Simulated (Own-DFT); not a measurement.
# Biaxial strain at fixed height in diamond-structure SiGeSn with randomly placed atoms, 64 atoms (Ge40Si16Sn8)

Source: density functional calculations with Own-DFT, an unreviewed in-house program that is no longer used. Nothing was measured or relaxed, and spin and spin-orbit coupling are left out.

Settings: PBE; PseudoDojo norm-conserving scalar-relativistic files; cutoff 49 hartree; 3 x 3 x 3 k mesh centred on Gamma; Fermi-Dirac smearing of 0.1 eV.

Caveats: forces on such cells moved up to 12 meV/angstrom on a denser k mesh; stress not checked against mesh or cutoff.

Unstrained cell vectors in Å: (11.410, 0.000, 0.000); (0.000, 11.410, 0.000); (0.000, 0.000, 11.410). The unstrained cell has measured lattice constants (interpolated for alloys), not those of this functional. That, the random moves and any unrelaxed bonds set the pressure at no strain. Each run strains x and y alike by e, as a substrate would, and holds the height along z. Each coordinate of each atom was shifted by a normal deviate of width 0.05 Å. The random placing of the alloy's atoms differs from row to row. Stress is positive in tension.

| e (%) | u (Å) | (s_xx + s_yy)/2 (GPa) | s_zz (GPa) |
|---|---|---|---|
| -3.00 | 0.051 | -11.08 | -8.74 |
| -2.50 | 0.046 | -9.98 | -8.10 |
| -1.00 | 0.049 | -6.74 | -6.05 |
| -0.25 | 0.052 | -5.10 | -4.97 |
| 0.50 | 0.048 | -4.03 | -4.28 |
| 0.75 | 0.050 | -3.44 | -4.02 |
| 1.00 | 0.053 | -3.22 | -3.77 |
| 1.50 | 0.049 | ? | ? |
| 2.50 | 0.046 | -0.65 | -2.15 |
| 2.75 | 0.053 | -0.21 | -1.91 |

## Fit

With e as a fraction, the in-plane stress is -4.8 + 186 e - 731 e² GPa (errors 2 and 123, scatter 0.12), and s_zz is -4.8 + 118 e - 445 e² GPa (slope ± 1, scatter 0.08). At e = 0 the first slope is C11 + C12 and the second 2 C12, both with the ions held to the strained lattice and at the cell's own pressure. The term in e² is negative: the layer stiffens under compression and softens under tension. A free layer would change its height as e changes, and the in-plane slope would drop by 2 C12²/C11 to the biaxial modulus. At fixed height, a misfit of 1 % moves the in-plane stress by about 1.9 GPa and s_zz by 1.2 GPa.

## Prediction

Question: what are the two stresses at e = 1.50 %?

Estimate: -2.2 and -3.2 GPa. DFT gave -2.24 and -3.03 GPa.
